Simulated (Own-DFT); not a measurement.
# Point defects and the pressure they add: 4H SiC

Source: density functional calculations with Own-DFT, an unreviewed in-house program that is no longer used. Nothing was measured or relaxed, and spin and spin-orbit coupling are left out.

Settings: PBE; PseudoDojo norm-conserving scalar-relativistic files; cutoff 42 hartree; 4 x 4 x 3 k mesh centred on Gamma; Fermi-Dirac smearing of 0.1 eV.

Known weak points (not all hold for every row): some atoms lie very close together; not probed for a lower state with spin; forces on such cells passed a denser k mesh, each cell not checked; stress not checked against mesh or cutoff.

All runs share one cell, with vectors in Å (9.248, 0.000, 0.000); (-4.624, 8.009, 0.000); (0.000, 0.000, 10.068) and a volume of 745.7 Å³. The atoms are randomly displaced, by u rms on each axis. The defect's site can differ from row to row.

| cell | formula | u (Å) | P (GPa) |
|---|---|---|---|
| no defect | C36Si36 | 0.0285 | 3.68 |
| no defect | C36Si36 | 0.0610 | 6.43 |
| no defect | C36Si36 | 0.0625 | 6.47 |
| one C on a Si site | C37Si35 | 0.0488 | 3.09 |
| one C on a Si site | C37Si35 | 0.0489 | 2.56 |
| one C on a Si site | C37Si35 | 0.0497 | 3.05 |
| two N on a C site each | C34N2Si36 | 0.0275 | 2.76 |
| two N on a C site each | C34N2Si36 | 0.0455 | 3.61 |
| two N on a C site each | C34N2Si36 | 0.0537 | 4.36 |
| one Si on a C site | C35Si37 | 0.0469 | 11.76 |
| one Si on a C site | C35Si37 | 0.0497 | ? |
| one Si on a C site | C35Si37 | 0.0504 | 11.85 |
| one Si on a C site | C35Si37 | 0.0510 | 10.78 |
| one Al on a Si site and one N on a C site | AlC35NSi35 | 0.0490 | 5.42 |
| one Al on a Si site and one N on a C site | AlC35NSi35 | 0.0506 | 5.25 |
| one Al on a Si site and one N on a C site | AlC35NSi35 | 0.0507 | 5.22 |

## Working it out

P = P0 + c u² + a shift for each defect gives P0 = 3.16 GPa, c = 840 ± 132 GPa/Å² and a scatter of 0.38 GPa. The shifts, and each times the cell's volume:

- one Si on a C site: 6.24 ± 0.32 GPa, 29.1 eV
- one Al on a Si site and one N on a C site: 0.03 ± 0.32 GPa, 0.1 eV (not resolved)
- two N on a C site each: -1.18 ± 0.33 GPa, -5.5 eV (-2.8 eV for each of its 2 sites)
- one C on a Si site: -2.29 ± 0.32 GPa, -10.7 eV

A positive shift means that the defect pushes the cell outwards. Shift times volume (160.2 GPa Å³ is 1 eV) depends little on the cell's size, so, taken for each site, it can be compared between cells at like pressure. The atoms around the defects weren't relaxed, which would change these numbers.

## Prediction

Q: what pressure belongs in the blank (one Si on a C site, u = 0.0497 Å)?

The fit gives 11.48 ± 0.44 GPa. The run itself gave 11.90 GPa.
